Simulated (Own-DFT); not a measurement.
# Point defects and the pressure they add: C11b WSi2

The numbers are computed, not measured, by runs of the plane-wave DFT program Own-DFT (in-house, retired, unreviewed) at fixed positions, with no spin and no spin-orbit coupling.

Common settings: PBE; PseudoDojo norm-conserving scalar-relativistic files; cutoff 50 hartree; 5 x 5 x 5 k mesh centred on Gamma; cold (Marzari-Vanderbilt) smearing of 0.2 eV.

Caveats: forces on such cells failed a check on a denser k mesh; stress not checked against mesh or cutoff.

All runs share one cell, with vectors in Å (-2.148, -5.953, 3.409); (-6.444, 2.976, 1.136); (-2.553, -2.948, -6.757) and a volume of 403.2 Å³. Atoms were moved at random from their sites; u is the rms move along one axis. The defect's site can differ from row to row.

```
cell,formula,u (Å),P (GPa)
no defect,Si20W10,0.0171,4.32
no defect,Si20W10,0.0197,4.50
no defect,Si20W10,0.0478,5.91
one W on a Si site,Si19W11,0.0274,9.52
one W on a Si site,Si19W11,0.0276,9.98
one W on a Si site,Si19W11,0.0580,10.83
one Si on a W site,Si21W9,0.0292,5.95
one Si on a W site,Si21W9,0.0300,6.70
one Si on a W site,Si21W9,0.0488,?
one Si on a W site,Si21W9,0.0527,7.75
one Si vacancy,Si19W10,0.0275,2.99
one Si vacancy,Si19W10,0.0437,3.61
one Si vacancy,Si19W10,0.0454,4.26
one W vacancy,Si20W9,0.0307,3.30
one W vacancy,Si20W9,0.0323,3.55
one W vacancy,Si20W9,0.0506,4.50
```

## Analysis

P = P0 + c u² + a shift for each defect gives P0 = 4.29 GPa, c = 628 ± 89 GPa/Å² and a scatter of 0.31 GPa. The shifts, and each times the cell's volume:

- one W on a Si site: 4.80 ± 0.26 GPa, 12.1 eV
- one Si on a W site: 1.56 ± 0.26 GPa, 3.9 eV
- one W vacancy: -1.46 ± 0.26 GPa, -3.7 eV
- one Si vacancy: -1.66 ± 0.26 GPa, -4.2 eV

Against the defect-free cell, a freed cell would be larger where the shift is positive and smaller where it is negative (160.2 GPa Å³ is 1 eV). The atoms around the defects weren't relaxed, which would change these numbers.

## Test on the hidden row

The question: what pressure belongs in the blank (one Si on a W site, u = 0.0488 Å)?

From the fit: 7.35 ± 0.37 GPa. The run itself gave 7.57 GPa.
